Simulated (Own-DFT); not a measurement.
# Computed records: TiSi$_{2}$ (C49 TiSi2 crystal, strained, atoms displaced)

Computed with Own-DFT development build. A calculation, not a measurement: plane-wave density functional theory by an unreviewed code, no spin, of a simulated periodic cell, stress positive in tension, run twice, with PBE and with PBEsol, both on files made for PBE, so the change isn't that of files made for PBEsol, forces on such cells moved up to 12 meV/angstrom on a denser k mesh; the far tail of each file's local potential was reset to the Coulomb form; each entry is a single point on an unrelaxed cell, so the pressure reflects the starting lattice, taken from the Materials Project, from which strain is counted, and rises with the displacements; printed positions are rounded, which can move forces by about a meV/angstrom; the program, named Own-DFT, is a retired in-house code; no spin-orbit coupling; stress was not checked against mesh or cutoff.

Common to all runs: functional PBE, then PBEsol; potential files PseudoDojo norm-conserving, scalar-relativistic, standard set; wave cutoff 42 hartree; occupations cold (Marzari-Vanderbilt); smearing width 0.2 eV; k mesh 4 x 4 x 4 centred on Gamma.

(1) 
```cif
# cell vector a (Å): 5.2002 -6.6284 3.3964
# cell vector b (Å): 7.0186 -0.0639 -7.0403
# cell vector c (Å): 5.2364 6.7397 3.5535
data_TiSi2
_symmetry_space_group_name_H-M 'P 1'
_symmetry_Int_Tables_number 1
_cell_length_a 9.0837
_cell_length_b 9.9414
_cell_length_c 9.2450
_cell_angle_alpha 82.935
_cell_angle_beta 93.669
_cell_angle_gamma 81.717
_cell_volume 817.04
loop_
_atom_site_label
_atom_site_type_symbol
_atom_site_fract_x
_atom_site_fract_y
_atom_site_fract_z
_atom_site_occupancy
Ti1 Ti 0.94564 0.92506 0.15897 1
Ti2 Ti 0.84274 0.88017 0.64840 1
Si1 Si 0.61691 0.91946 0.49683 1
Si2 Si 0.19714 0.86991 0.30532 1
Si3 Si 0.89482 0.01587 0.40105 1
Si4 Si 0.91384 0.76863 0.39911 1
Ti3 Ti 0.94370 0.42071 0.14558 1
Ti4 Ti 0.85513 0.37568 0.65293 1
Si5 Si 0.60195 0.42339 0.50143 1
Si6 Si 0.18539 0.37698 0.29773 1
Si7 Si 0.90144 0.52060 0.40023 1
Si8 Si 0.89589 0.26423 0.39337 1
Ti5 Ti 0.74823 0.73053 0.95617 1
Ti6 Ti 0.65089 0.67782 0.45591 1
Si9 Si 0.41247 0.72671 0.28927 1
Si10 Si 0.99106 0.67843 0.11059 1
Si11 Si 0.69311 0.81945 0.20201 1
Si12 Si 0.70390 0.56657 0.21269 1
Ti7 Ti 0.55256 0.02156 0.75234 1
Ti8 Ti 0.46317 0.97782 0.25160 1
Si13 Si 0.20517 0.02573 0.08916 1
Si14 Si 0.79222 0.98442 0.90489 1
Si15 Si 0.50218 0.12445 0.00297 1
Si16 Si 0.50478 0.88133 0.99848 1
Ti9 Ti 0.74702 0.22046 0.96309 1
Ti10 Ti 0.65374 0.17125 0.44621 1
Si17 Si 0.40242 0.23066 0.29387 1
Si18 Si 0.99013 0.18332 0.10644 1
Si19 Si 0.70994 0.32572 0.19463 1
Si20 Si 0.70914 0.06640 0.20201 1
Ti11 Ti 0.54914 0.52201 0.74797 1
Ti12 Ti 0.45416 0.48168 0.24628 1
Si21 Si 0.19496 0.52878 0.08729 1
Si22 Si 0.78608 0.48187 0.90870 1
Si23 Si 0.50030 0.61830 0.00132 1
Si24 Si 0.49421 0.37233 0.00056 1
Ti13 Ti 0.33741 0.82276 0.54979 1
Ti14 Ti 0.25208 0.76203 0.04198 1
Si25 Si 0.00690 0.83179 0.89277 1
Si26 Si 0.59974 0.77621 0.71530 1
Si27 Si 0.28849 0.93058 0.80349 1
Si28 Si 0.29577 0.67293 0.80331 1
Ti15 Ti 0.34889 0.32065 0.56124 1
Ti16 Ti 0.26709 0.27036 0.04872 1
Si29 Si 0.00806 0.33052 0.88512 1
Si30 Si 0.59534 0.26550 0.70286 1
Si31 Si 0.30565 0.42330 0.79560 1
Si32 Si 0.30703 0.16923 0.79426 1
Ti17 Ti 0.14996 0.61782 0.35038 1
Ti18 Ti 0.05681 0.57180 0.85833 1
Si33 Si 0.80609 0.62117 0.69285 1
Si34 Si 0.39920 0.57156 0.50967 1
Si35 Si 0.10313 0.72840 0.59746 1
Si36 Si 0.10578 0.47784 0.59656 1
Ti19 Ti 0.14243 0.13322 0.35620 1
Ti20 Ti 0.06035 0.07600 0.83642 1
Si37 Si 0.81091 0.13369 0.69752 1
Si38 Si 0.38878 0.07797 0.50472 1
Si39 Si 0.08920 0.23121 0.59248 1
Si40 Si 0.08740 0.96962 0.60669 1
_calc_PBE_pressure 10.37  # GPa
_calc_PBE_stress_xx -9.12  # GPa
_calc_PBE_stress_yy -9.29  # GPa
_calc_PBE_stress_zz -12.69  # GPa
_calc_PBE_stress_yz 4.09  # GPa
_calc_PBE_stress_xz -1.91  # GPa
_calc_PBE_stress_xy 0.67  # GPa
_calc_PBEsol_pressure 6.88  # GPa
_calc_PBEsol_stress_xx -5.53  # GPa
_calc_PBEsol_stress_yy -5.54  # GPa
_calc_PBEsol_stress_zz -9.58  # GPa
_calc_PBEsol_stress_yz 4.1  # GPa
_calc_PBEsol_stress_xz -1.92  # GPa
_calc_PBEsol_stress_xy 0.68  # GPa
_calc_rms_change_of_force_components_from_PBE_to_PBEsol 0.023  # eV/angstrom
```

Force:
| force element | PBE force x (eV/Å) | PBE force y (eV/Å) | PBE force z (eV/Å) | PBEsol force x (eV/Å) | PBEsol force y (eV/Å) | PBEsol force z (eV/Å) |
| --- | --- | --- | --- | --- | --- | --- |
| Ti | -0.131 | -1.213 | -0.032 | -0.133 | -1.212 | -0.032 |
| Ti | 0.778 | -0.847 | 1.471 | 0.774 | -0.822 | 1.451 |
| Si | -0.549 | 0.318 | -1.603 | -0.54 | 0.265 | -1.597 |
| Si | 0.139 | 0.538 | -1.057 | 0.135 | 0.608 | -1.058 |
| Si | 0.742 | -0.132 | 0.054 | 0.742 | -0.126 | 0.053 |
| Si | -0.714 | 0.932 | -0.529 | -0.726 | 0.912 | -0.539 |
| Ti | 1.465 | 0.199 | -0.388 | 1.455 | 0.187 | -0.38 |
| Ti | -0.713 | -0.28 | -0.926 | -0.71 | -0.254 | -0.919 |
| Si | -0.136 | -1.832 | 0.56 | -0.127 | -1.89 | 0.573 |
| Si | 0.667 | 0.613 | 0.604 | 0.653 | 0.675 | 0.592 |
| Si | 0.207 | 0.181 | 0.283 | 0.213 | 0.179 | 0.297 |
| Si | 0.868 | 0.412 | -0.31 | 0.866 | 0.404 | -0.3 |
| Ti | -0.231 | -0.041 | 0.416 | -0.228 | -0.065 | 0.407 |
| Ti | -0.746 | -1.004 | 0.422 | -0.748 | -0.975 | 0.423 |
| Si | 0.015 | -0.375 | 0.372 | 0.014 | -0.427 | 0.393 |
| Si | -0.341 | 0.738 | -0.547 | -0.337 | 0.787 | -0.558 |
| Si | 0.616 | -0.355 | 0.447 | 0.627 | -0.348 | 0.446 |
| Si | -0.19 | -0.296 | -1.138 | -0.203 | -0.289 | -1.148 |
| Ti | -0.217 | 0.488 | -0.52 | -0.202 | 0.462 | -0.512 |
| Ti | -1.074 | 0.931 | -0.688 | -1.064 | 0.936 | -0.681 |
| Si | 0.201 | -0.258 | 0.707 | 0.198 | -0.315 | 0.702 |
| Si | -0.042 | 0.647 | 1.157 | -0.048 | 0.712 | 1.145 |
| Si | -0.025 | -0.258 | 0.229 | -0.008 | -0.248 | 0.221 |
| Si | -0.854 | 0.392 | 0.303 | -0.865 | 0.375 | 0.31 |
| Ti | -0.081 | -1.28 | -1.304 | -0.078 | -1.292 | -1.292 |
| Ti | 0.174 | 0.39 | -0.343 | 0.175 | 0.413 | -0.327 |
| Si | 0.374 | -0.837 | 0.835 | 0.37 | -0.9 | 0.842 |
| Si | -0.495 | -0.189 | 1.138 | -0.485 | -0.123 | 1.121 |
| Si | -0.949 | 1.35 | -0.195 | -0.969 | 1.326 | -0.201 |
| Si | -0.153 | 0.578 | -0.978 | -0.157 | 0.567 | -0.988 |
| Ti | 0.413 | 0.69 | 0.206 | 0.402 | 0.655 | 0.204 |
| Ti | -0.906 | 0.342 | 0.611 | -0.902 | 0.356 | 0.6 |
| Si | 0.588 | -0.894 | 2.345 | 0.582 | -0.964 | 2.335 |
| Si | -0.252 | 0.3 | 0.719 | -0.246 | 0.353 | 0.725 |
| Si | 0.506 | -0.38 | -0.342 | 0.521 | -0.366 | -0.348 |
| Si | 0.771 | -0.68 | 0.232 | 0.765 | -0.667 | 0.247 |
| Ti | 1.522 | -0.57 | 0.643 | 1.498 | -0.585 | 0.646 |
| Ti | 1.97 | 0.488 | -1.061 | 1.941 | 0.51 | -1.051 |
| Si | -0.546 | -0.244 | 0.528 | -0.543 | -0.297 | 0.54 |
| Si | -1.176 | 0.91 | -0.701 | -1.154 | 0.959 | -0.708 |
| Si | -0.267 | -1.343 | 1.335 | -0.275 | -1.32 | 1.333 |
| Si | 0.183 | -0.787 | 0.043 | 0.19 | -0.771 | 0.042 |
| Ti | -0.719 | -0.982 | -1.128 | -0.704 | -0.997 | -1.121 |
| Ti | -1.206 | 1.317 | -1.613 | -1.192 | 1.329 | -1.61 |
| Si | 0.264 | -0.063 | 1.214 | 0.261 | -0.114 | 1.204 |
| Si | 0.904 | 1.519 | -0.636 | 0.884 | 1.588 | -0.646 |
| Si | -0.039 | 0.661 | 0.071 | -0.046 | 0.649 | 0.074 |
| Si | 0.373 | 0.441 | -0.481 | 0.371 | 0.432 | -0.495 |
| Ti | 0.872 | 0.15 | -0.31 | 0.869 | 0.141 | -0.319 |
| Ti | -1.27 | -0.795 | -2.004 | -1.254 | -0.766 | -1.987 |
| Si | 0.915 | -0.757 | 0.164 | 0.894 | -0.818 | 0.169 |
| Si | -0.416 | 0.981 | -1.66 | -0.406 | 1.04 | -1.68 |
| Si | -0.474 | 0.719 | 0.523 | -0.464 | 0.701 | 0.531 |
| Si | -0.14 | 0.59 | 0.251 | -0.141 | 0.577 | 0.253 |
| Ti | -1.277 | -0.919 | 1.036 | -1.266 | -0.934 | 1.02 |
| Ti | 0.701 | 2.363 | -0.555 | 0.684 | 2.36 | -0.553 |
| Si | -0.82 | -1.283 | 0.784 | -0.806 | -1.355 | 0.798 |
| Si | -0.091 | 0.231 | 1.043 | -0.088 | 0.276 | 1.042 |
| Si | 0.524 | -0.282 | 0.852 | 0.526 | -0.277 | 0.866 |
| Si | 0.487 | -1.233 | -0.546 | 0.507 | -1.213 | -0.555 |

(2) 
```cif
# cell vector a (Å): 5.3176 -6.6159 3.4793
# cell vector b (Å): 6.9972 -0.0333 -6.8837
# cell vector c (Å): 5.4464 6.8174 3.6700
data_TiSi2
_symmetry_space_group_name_H-M 'P 1'
_symmetry_Int_Tables_number 1
_cell_length_a 9.1735
_cell_length_b 9.8157
_cell_length_c 9.4662
_cell_angle_alpha 82.194
_cell_angle_beta 92.226
_cell_angle_gamma 81.391
_cell_volume 833.44
loop_
_atom_site_label
_atom_site_type_symbol
_atom_site_fract_x
_atom_site_fract_y
_atom_site_fract_z
_atom_site_occupancy
Ti1 Ti 0.95153 0.91855 0.14324 1
Ti2 Ti 0.84884 0.87505 0.64159 1
Si1 Si 0.61188 0.92390 0.49502 1
Si2 Si 0.18032 0.88861 0.31111 1
Si3 Si 0.89469 0.02502 0.41070 1
Si4 Si 0.89619 0.77799 0.39907 1
Ti3 Ti 0.94796 0.42648 0.15287 1
Ti4 Ti 0.86269 0.37658 0.64847 1
Si5 Si 0.61266 0.42343 0.48824 1
Si6 Si 0.19354 0.37985 0.30673 1
Si7 Si 0.90027 0.52924 0.39307 1
Si8 Si 0.89784 0.27645 0.39096 1
Ti5 Ti 0.73351 0.73793 0.94470 1
Ti6 Ti 0.64257 0.67405 0.44760 1
Si9 Si 0.41191 0.72770 0.29894 1
Si10 Si 0.99711 0.66624 0.09996 1
Si11 Si 0.69818 0.82376 0.19458 1
Si12 Si 0.69309 0.57080 0.20064 1
Ti7 Ti 0.54730 0.02546 0.74405 1
Ti8 Ti 0.44834 0.97401 0.25165 1
Si13 Si 0.21225 0.01922 0.08881 1
Si14 Si 0.79206 0.97374 0.91437 1
Si15 Si 0.49289 0.13034 0.99761 1
Si16 Si 0.50892 0.87279 0.99410 1
Ti9 Ti 0.73849 0.22054 0.95314 1
Ti10 Ti 0.64900 0.16919 0.44189 1
Si17 Si 0.40740 0.21969 0.28510 1
Si18 Si 0.99516 0.18310 0.10993 1
Si19 Si 0.70253 0.32397 0.19517 1
Si20 Si 0.70469 0.07652 0.19041 1
Ti11 Ti 0.53749 0.53551 0.73908 1
Ti12 Ti 0.46072 0.47850 0.25077 1
Si21 Si 0.20050 0.52959 0.10340 1
Si22 Si 0.79279 0.47300 0.91567 1
Si23 Si 0.49935 0.62464 0.99777 1
Si24 Si 0.49066 0.38142 0.00218 1
Ti13 Ti 0.34431 0.81807 0.55261 1
Ti14 Ti 0.25454 0.77999 0.04378 1
Si25 Si 0.00818 0.81736 0.89602 1
Si26 Si 0.58189 0.77435 0.70061 1
Si27 Si 0.29924 0.92590 0.80228 1
Si28 Si 0.29404 0.67321 0.79663 1
Ti15 Ti 0.34667 0.31642 0.55173 1
Ti16 Ti 0.25132 0.27292 0.04710 1
Si29 Si 0.00672 0.32113 0.89485 1
Si30 Si 0.59130 0.27586 0.70619 1
Si31 Si 0.29103 0.42571 0.80573 1
Si32 Si 0.31640 0.17013 0.80745 1
Ti17 Ti 0.14684 0.62358 0.34805 1
Ti18 Ti 0.04732 0.56978 0.85130 1
Si33 Si 0.81639 0.62089 0.69994 1
Si34 Si 0.38795 0.57553 0.50868 1
Si35 Si 0.10841 0.71916 0.59082 1
Si36 Si 0.09875 0.46433 0.61047 1
Ti19 Ti 0.14735 0.12884 0.34976 1
Ti20 Ti 0.05620 0.08166 0.84971 1
Si37 Si 0.80948 0.13242 0.69054 1
Si38 Si 0.39282 0.07354 0.51003 1
Si39 Si 0.10895 0.21614 0.60087 1
Si40 Si 0.09610 0.98048 0.59633 1
_calc_PBE_pressure 6.88  # GPa
_calc_PBE_stress_xx -4.49  # GPa
_calc_PBE_stress_yy -5.52  # GPa
_calc_PBE_stress_zz -10.64  # GPa
_calc_PBE_stress_yz 3.95  # GPa
_calc_PBE_stress_xz 4.44  # GPa
_calc_PBE_stress_xy 2.2  # GPa
_calc_PBEsol_pressure 3.48  # GPa
_calc_PBEsol_stress_xx -1  # GPa
_calc_PBEsol_stress_yy -1.87  # GPa
_calc_PBEsol_stress_zz -7.57  # GPa
_calc_PBEsol_stress_yz 3.96  # GPa
_calc_PBEsol_stress_xz 4.46  # GPa
_calc_PBEsol_stress_xy 2.2  # GPa
_calc_rms_change_of_force_components_from_PBE_to_PBEsol 0.022  # eV/angstrom
```

Force:
| force element | PBE force x (eV/Å) | PBE force y (eV/Å) | PBE force z (eV/Å) | PBEsol force x (eV/Å) | PBEsol force y (eV/Å) | PBEsol force z (eV/Å) |
| --- | --- | --- | --- | --- | --- | --- |
| Ti | 0.673 | 1.027 | -0.284 | 0.658 | 0.994 | -0.287 |
| Ti | 0.912 | 0.14 | 0.62 | 0.894 | 0.149 | 0.596 |
| Si | -0.873 | -0.443 | -0.287 | -0.86 | -0.502 | -0.286 |
| Si | -0.781 | -0.264 | 1.569 | -0.767 | -0.222 | 1.563 |
| Si | -0.38 | -1.075 | -0.391 | -0.381 | -1.045 | -0.401 |
| Si | -0.221 | -0.211 | 0.169 | -0.218 | -0.209 | 0.173 |
| Ti | -0.164 | 0.184 | 0.239 | -0.158 | 0.16 | 0.249 |
| Ti | -1.026 | 0.885 | -0.418 | -1.013 | 0.902 | -0.407 |
| Si | -0.032 | 0.019 | 0.349 | -0.033 | -0.031 | 0.337 |
| Si | -0.25 | 0.664 | 1.084 | -0.248 | 0.731 | 1.089 |
| Si | 0.02 | 0.452 | 0.402 | 0.026 | 0.442 | 0.409 |
| Si | 0.511 | 0.397 | 0.32 | 0.52 | 0.382 | 0.329 |
| Ti | -0.321 | -1.368 | 2.676 | -0.312 | -1.375 | 2.661 |
| Ti | 1.138 | -1.244 | 0.597 | 1.12 | -1.208 | 0.585 |
| Si | -1.091 | 0.08 | -0.995 | -1.075 | 0.032 | -0.993 |
| Si | 0.424 | 2.29 | -2.278 | 0.413 | 2.366 | -2.29 |
| Si | 0.371 | 0.244 | 0.171 | 0.371 | 0.241 | 0.169 |
| Si | 0.799 | -0.588 | -0.334 | 0.792 | -0.573 | -0.329 |
| Ti | 0.693 | 0.302 | 0.756 | 0.69 | 0.29 | 0.749 |
| Ti | 0.053 | -1.017 | 0.064 | 0.052 | -0.986 | 0.057 |
| Si | 0.488 | 0.057 | -0.691 | 0.477 | 0.002 | -0.687 |
| Si | -0.261 | -0.438 | -1.062 | -0.256 | -0.381 | -1.069 |
| Si | 0.469 | -0.173 | 1.169 | 0.491 | -0.166 | 1.174 |
| Si | -0.069 | 1.402 | -1.113 | -0.077 | 1.376 | -1.105 |
| Ti | 1.019 | -0.94 | -0.465 | 1.016 | -0.95 | -0.45 |
| Ti | 1.005 | -0.094 | -0.579 | 0.995 | -0.073 | -0.568 |
| Si | 0.789 | -0.049 | -0.282 | 0.773 | -0.094 | -0.264 |
| Si | -1.145 | 0.416 | 0.917 | -1.122 | 0.466 | 0.92 |
| Si | -0.232 | 0.341 | -0.037 | -0.237 | 0.34 | -0.047 |
| Si | -0.177 | 0.788 | 0.577 | -0.179 | 0.773 | 0.577 |
| Ti | 0.129 | 0.515 | 2.423 | 0.126 | 0.495 | 2.396 |
| Ti | -1.377 | 0.695 | -0.263 | -1.365 | 0.7 | -0.266 |
| Si | -0.151 | -2.792 | 1.6 | -0.145 | -2.861 | 1.611 |
| Si | -0.57 | 0.533 | -1.066 | -0.555 | 0.584 | -1.064 |
| Si | 0.005 | 0.074 | -0.403 | 0.018 | 0.075 | -0.42 |
| Si | -0.15 | -0.542 | 0.386 | -0.157 | -0.53 | 0.403 |
| Ti | 0.7 | -0.025 | -1.125 | 0.689 | -0.048 | -1.099 |
| Ti | -0.364 | 0.319 | 0.904 | -0.371 | 0.344 | 0.889 |
| Si | 0.108 | -0.94 | -1.34 | 0.11 | -0.992 | -1.335 |
| Si | 0.926 | -0.015 | 0.449 | 0.907 | 0.038 | 0.452 |
| Si | -0.375 | -0.303 | 0.055 | -0.377 | -0.292 | 0.054 |
| Si | 0.488 | 0.235 | -0.195 | 0.496 | 0.223 | -0.191 |
| Ti | 1.065 | -0.155 | -0.622 | 1.057 | -0.172 | -0.613 |
| Ti | 0.394 | 0.259 | -0.447 | 0.381 | 0.269 | -0.445 |
| Si | 0.259 | -0.572 | -0.401 | 0.255 | -0.646 | -0.398 |
| Si | 0.186 | 0.467 | -0.623 | 0.178 | 0.534 | -0.63 |
| Si | -0.043 | -0.786 | 0.301 | -0.042 | -0.767 | 0.302 |
| Si | -1.017 | 0.475 | -1.399 | -1.034 | 0.464 | -1.413 |
| Ti | 0.762 | 0.352 | -0.398 | 0.747 | 0.327 | -0.397 |
| Ti | 0.568 | -0.551 | -0.052 | 0.558 | -0.525 | -0.044 |
| Si | -0.797 | 0.137 | -1.31 | -0.786 | 0.086 | -1.309 |
| Si | -0.891 | 0.061 | 0.314 | -0.873 | 0.107 | 0.315 |
| Si | -0.167 | 1.113 | -0.377 | -0.161 | 1.093 | -0.39 |
| Si | 0.139 | -0.905 | -0.716 | 0.119 | -0.889 | -0.718 |
| Ti | 0.318 | 0.302 | 0.015 | 0.321 | 0.282 | 0.019 |
| Ti | -1.186 | 0.003 | 0.679 | -1.172 | 0.019 | 0.677 |
| Si | -0.51 | -0.27 | 1.132 | -0.503 | -0.324 | 1.143 |
| Si | -0.764 | 0.136 | -0.29 | -0.753 | 0.183 | -0.3 |
| Si | 0.321 | 0.296 | -0.734 | 0.336 | 0.293 | -0.745 |
| Si | -0.343 | 0.102 | 1.041 | -0.355 | 0.099 | 1.063 |

(3) 
```cif
# cell vector a (Å): 5.2008 -6.7794 3.4973
# cell vector b (Å): 7.2185 0.1422 -7.1471
# cell vector c (Å): 5.2806 6.7415 3.3068
data_TiSi2
_symmetry_space_group_name_H-M 'P 1'
_symmetry_Int_Tables_number 1
_cell_length_a 9.2325
_cell_length_b 10.1591
_cell_length_c 9.1797
_cell_angle_alpha 80.468
_cell_angle_beta 94.517
_cell_angle_gamma 82.907
_cell_volume 838.28
loop_
_atom_site_label
_atom_site_type_symbol
_atom_site_fract_x
_atom_site_fract_y
_atom_site_fract_z
_atom_site_occupancy
Ti1 Ti 0.94687 0.93078 0.15305 1
Ti2 Ti 0.85175 0.87837 0.64893 1
Si1 Si 0.60124 0.92476 0.49548 1
Si2 Si 0.18596 0.87929 0.30366 1
Si3 Si 0.89699 0.02227 0.40832 1
Si4 Si 0.90530 0.76823 0.40124 1
Ti3 Ti 0.95214 0.42385 0.15473 1
Ti4 Ti 0.84959 0.37344 0.64424 1
Si5 Si 0.60636 0.42714 0.48755 1
Si6 Si 0.19485 0.37354 0.31412 1
Si7 Si 0.90873 0.52087 0.41165 1
Si8 Si 0.90327 0.27592 0.39033 1
Ti5 Ti 0.75695 0.72762 0.94381 1
Ti6 Ti 0.64731 0.67759 0.44234 1
Si9 Si 0.40886 0.72262 0.28987 1
Si10 Si 0.98861 0.67885 0.11430 1
Si11 Si 0.70321 0.82952 0.19113 1
Si12 Si 0.69895 0.57691 0.19693 1
Ti7 Ti 0.54468 0.02595 0.75795 1
Ti8 Ti 0.45331 0.96969 0.24562 1
Si13 Si 0.20967 0.02590 0.08491 1
Si14 Si 0.79204 0.96575 0.91290 1
Si15 Si 0.49097 0.13255 0.99814 1
Si16 Si 0.50156 0.86736 0.00223 1
Ti9 Ti 0.74209 0.22762 0.95025 1
Ti10 Ti 0.65480 0.17380 0.44016 1
Si17 Si 0.41754 0.22083 0.28815 1
Si18 Si 0.99490 0.17416 0.11236 1
Si19 Si 0.69813 0.32457 0.20635 1
Si20 Si 0.69427 0.07468 0.20645 1
Ti11 Ti 0.54018 0.51757 0.76377 1
Ti12 Ti 0.45661 0.47624 0.24448 1
Si21 Si 0.20667 0.51528 0.09540 1
Si22 Si 0.80283 0.47772 0.90922 1
Si23 Si 0.49910 0.61999 0.99990 1
Si24 Si 0.49647 0.38192 0.99842 1
Ti13 Ti 0.34785 0.82258 0.55261 1
Ti14 Ti 0.25466 0.77846 0.04986 1
Si25 Si 0.01346 0.82418 0.88892 1
Si26 Si 0.58478 0.76671 0.71488 1
Si27 Si 0.30212 0.92317 0.79330 1
Si28 Si 0.29898 0.67756 0.80218 1
Ti15 Ti 0.34922 0.32770 0.55280 1
Ti16 Ti 0.25136 0.27999 0.04276 1
Si29 Si 0.00689 0.32980 0.89054 1
Si30 Si 0.58787 0.26850 0.71686 1
Si31 Si 0.29620 0.43086 0.79668 1
Si32 Si 0.29350 0.17447 0.80002 1
Ti17 Ti 0.14079 0.62611 0.35451 1
Ti18 Ti 0.05665 0.57775 0.84714 1
Si33 Si 0.80586 0.63122 0.68497 1
Si34 Si 0.39776 0.57712 0.51124 1
Si35 Si 0.10417 0.73026 0.59412 1
Si36 Si 0.10012 0.47408 0.60186 1
Ti19 Ti 0.13999 0.13098 0.34760 1
Ti20 Ti 0.06837 0.07277 0.84268 1
Si37 Si 0.80125 0.12779 0.68511 1
Si38 Si 0.39728 0.06996 0.50735 1
Si39 Si 0.10673 0.21984 0.60414 1
Si40 Si 0.09770 0.97277 0.60079 1
_calc_PBE_pressure 5.78  # GPa
_calc_PBE_stress_xx -4.6  # GPa
_calc_PBE_stress_yy -3.98  # GPa
_calc_PBE_stress_zz -8.76  # GPa
_calc_PBE_stress_yz -3.51  # GPa
_calc_PBE_stress_xz -6.13  # GPa
_calc_PBE_stress_xy 1.23  # GPa
_calc_PBEsol_pressure 2.4  # GPa
_calc_PBEsol_stress_xx -1.13  # GPa
_calc_PBEsol_stress_yy -0.37  # GPa
_calc_PBEsol_stress_zz -5.7  # GPa
_calc_PBEsol_stress_yz -3.52  # GPa
_calc_PBEsol_stress_xz -6.17  # GPa
_calc_PBEsol_stress_xy 1.21  # GPa
_calc_rms_change_of_force_components_from_PBE_to_PBEsol 0.021  # eV/angstrom
```

Force:
| force element | PBE force x (eV/Å) | PBE force y (eV/Å) | PBE force z (eV/Å) | PBEsol force x (eV/Å) | PBEsol force y (eV/Å) | PBEsol force z (eV/Å) |
| --- | --- | --- | --- | --- | --- | --- |
| Ti | -0.437 | 0.128 | 0.139 | -0.434 | 0.11 | 0.148 |
| Ti | -0.418 | -0.141 | 0.227 | -0.409 | -0.129 | 0.232 |
| Si | 0.067 | -0.756 | 0.82 | 0.062 | -0.82 | 0.827 |
| Si | 0.477 | -0.013 | 0.927 | 0.469 | 0.037 | 0.932 |
| Si | -0.26 | -0.706 | -0.477 | -0.263 | -0.692 | -0.479 |
| Si | -0.169 | 0.482 | -0.969 | -0.176 | 0.469 | -0.978 |
| Ti | -0.008 | 0.151 | -0.487 | -0.005 | 0.124 | -0.474 |
| Ti | 0.53 | 0.06 | 0.255 | 0.534 | 0.073 | 0.254 |
| Si | 0.139 | 0.101 | 0.784 | 0.13 | 0.047 | 0.788 |
| Si | -0.102 | 0.059 | 0.215 | -0.103 | 0.12 | 0.232 |
| Si | -1.218 | -0.105 | -1.072 | -1.229 | -0.103 | -1.076 |
| Si | 0.39 | 0.818 | 0.563 | 0.395 | 0.798 | 0.571 |
| Ti | -0.577 | 1.437 | 0.532 | -0.567 | 1.409 | 0.521 |
| Ti | 0.478 | -0.435 | 0.677 | 0.467 | -0.407 | 0.674 |
| Si | -0.033 | 0.168 | -0.574 | -0.029 | 0.11 | -0.586 |
| Si | -0.191 | -0.431 | 0.319 | -0.187 | -0.383 | 0.326 |
| Si | 0.201 | 0.398 | 0.542 | 0.214 | 0.397 | 0.552 |
| Si | 0.463 | -0.233 | 0.343 | 0.469 | -0.228 | 0.348 |
| Ti | -0.403 | -0.574 | 0.248 | -0.399 | -0.592 | 0.243 |
| Ti | 0.162 | 0.156 | -0.216 | 0.163 | 0.168 | -0.207 |
| Si | 0.575 | -0.117 | 0.093 | 0.563 | -0.178 | 0.085 |
| Si | 0.701 | -0.373 | -1.37 | 0.685 | -0.321 | -1.36 |
| Si | 0.182 | -0.341 | 0.696 | 0.181 | -0.336 | 0.707 |
| Si | 0.054 | -0.145 | -0.629 | 0.052 | -0.139 | -0.65 |
| Ti | 0.667 | 0.043 | 0.9 | 0.658 | 0.027 | 0.881 |
| Ti | 0.528 | 1.085 | 0.362 | 0.517 | 1.086 | 0.363 |
| Si | -0.376 | 0.343 | -0.925 | -0.369 | 0.288 | -0.935 |
| Si | -0.693 | -0.096 | -1.052 | -0.678 | -0.037 | -1.036 |
| Si | -0.327 | -0.842 | -0.591 | -0.335 | -0.822 | -0.592 |
| Si | -0.221 | -0.842 | -0.219 | -0.216 | -0.83 | -0.224 |
| Ti | 0.475 | -1.986 | -0.704 | 0.47 | -1.976 | -0.71 |
| Ti | -0.278 | 0.68 | 0.099 | -0.272 | 0.68 | 0.102 |
| Si | 0.856 | -0.324 | -1.438 | 0.836 | -0.38 | -1.448 |
| Si | -0.749 | 0.654 | -0.625 | -0.735 | 0.716 | -0.627 |
| Si | 0.583 | -0.093 | -0.415 | 0.573 | -0.086 | -0.408 |
| Si | -0.3 | 0.358 | 1.047 | -0.304 | 0.349 | 1.04 |
| Ti | -0.151 | -0.032 | -0.506 | -0.143 | -0.044 | -0.498 |
| Ti | -0.849 | -0.226 | 0.334 | -0.837 | -0.215 | 0.325 |
| Si | 0.267 | -0.013 | -0.114 | 0.26 | -0.067 | -0.117 |
| Si | 0.324 | -0.152 | -0.374 | 0.319 | -0.096 | -0.37 |
| Si | 0.52 | 0.205 | 0.198 | 0.532 | 0.206 | 0.193 |
| Si | -0.178 | 0.007 | 0.046 | -0.187 | 0.006 | 0.046 |
| Ti | -0.16 | 0.178 | 0.303 | -0.154 | 0.166 | 0.298 |
| Ti | -0.175 | 0.356 | 0.856 | -0.178 | 0.37 | 0.85 |
| Si | -0.426 | -0.412 | 0.615 | -0.418 | -0.476 | 0.619 |
| Si | -0.063 | -0.274 | -1.136 | -0.058 | -0.215 | -1.139 |
| Si | -0.07 | 0.128 | 0.48 | -0.059 | 0.126 | 0.494 |
| Si | 0.891 | -0.751 | 0.304 | 0.889 | -0.738 | 0.306 |
| Ti | 0.616 | -0.863 | 0.569 | 0.612 | -0.854 | 0.562 |
| Ti | -0.42 | 0.283 | -0.164 | -0.424 | 0.3 | -0.155 |
| Si | -0.073 | -0.137 | 0.565 | -0.064 | -0.192 | 0.556 |
| Si | -0.61 | 0.559 | -0.109 | -0.596 | 0.621 | -0.104 |
| Si | -0.105 | 0.556 | 0.479 | -0.105 | 0.544 | 0.495 |
| Si | 0.185 | 0.015 | 0.254 | 0.19 | 0.011 | 0.25 |
| Ti | 0.728 | -0.206 | 1.607 | 0.718 | -0.216 | 1.588 |
| Ti | -1.24 | 1.997 | -0.864 | -1.228 | 1.978 | -0.852 |
| Si | 0.649 | -0.006 | 1.143 | 0.636 | -0.062 | 1.137 |
| Si | -0.05 | 0.863 | -1.164 | -0.048 | 0.928 | -1.164 |
| Si | -0.584 | -0.231 | -1.182 | -0.595 | -0.226 | -1.184 |
| Si | 0.204 | -0.413 | -0.162 | 0.212 | -0.404 | -0.167 |
